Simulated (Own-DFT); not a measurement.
# Shaking the atoms of beta-Si3N4, 112 atoms (N64Si48)

Calculated results; nothing here was measured. They come from Own-DFT, an in-house plane-wave density functional program, since retired, whose code no person has reviewed. Each row is one single-point run on a periodic cell that was not relaxed, without spin or spin-orbit coupling.

Settings of every run: PBE; PseudoDojo norm-conserving scalar-relativistic files; cutoff 42 hartree; 2 x 2 x 4 k mesh centred on Gamma; Fermi-Dirac smearing of 0.1 eV.

Known limits, some of them of some rows only: some atoms lie very close together; forces on such cells moved up to 12 meV/angstrom on a denser k mesh; stress not checked against mesh or cutoff.

Cell vectors in Å: (15.212, 0.000, 0.000); (-7.606, 13.174, 0.000); (0.000, 0.000, 5.818). In each run every atom was moved at random and independently from its ideal site; u is the rms move along one axis. E is the free energy for each atom above the fitted value at u = 0, and F the rms of the force components.

```
run   u (Å)  E (meV/atom)  F (eV/Å)  largest force (eV/Å)  P (GPa)
  1  0.0195          20.4     0.851                  4.34     5.48
  2  0.0199             ?         ?                     ?        ?
  3  0.0208          25.1     0.947                  3.62     5.68
  4  0.0493         108.7     1.914                  7.91     8.01
  5  0.0494         121.6     2.033                  6.95     7.73
  6  0.0497         118.6     2.090                  9.82     7.69
  7  0.1001         593.7     6.385                 39.32    19.68
  8  0.1003         544.7     5.627                 32.98    19.82
  9  0.1505        1061.1     8.654                 47.97    31.52
```

## Worked fit

For small independent moves the energy grows as E = (3/2) K u², with K the mean stiffness felt by one atom. The runs with u up to 0.11 Å give K = 34.9 ± 1.9 eV/Å², with residuals divided by u² + 0.0006 Å², since the noise grows with the moves. The scatter is 14.2 meV/atom at u = 0.05 Å. The forces follow F = G u with G = 48.1 eV/Å²; no force at u = 0 is resolved. G exceeds K because the moves of its neighbours add to the force on an atom, and stiffness differs between atoms. At u = 0.151 Å the parabola gives 1184 meV/atom and the run 1061. The pressure follows P = 4.51 + 1507 u² GPa: at fixed volume, shortened bonds push harder than stretched ones pull.

## Withheld run

Question: what energy and rms force should run 2 give?

The fit gives 21 ± 5 meV/atom and about 0.96 eV/Å. The calculation gave 21.1 meV/atom and 0.868 eV/Å.
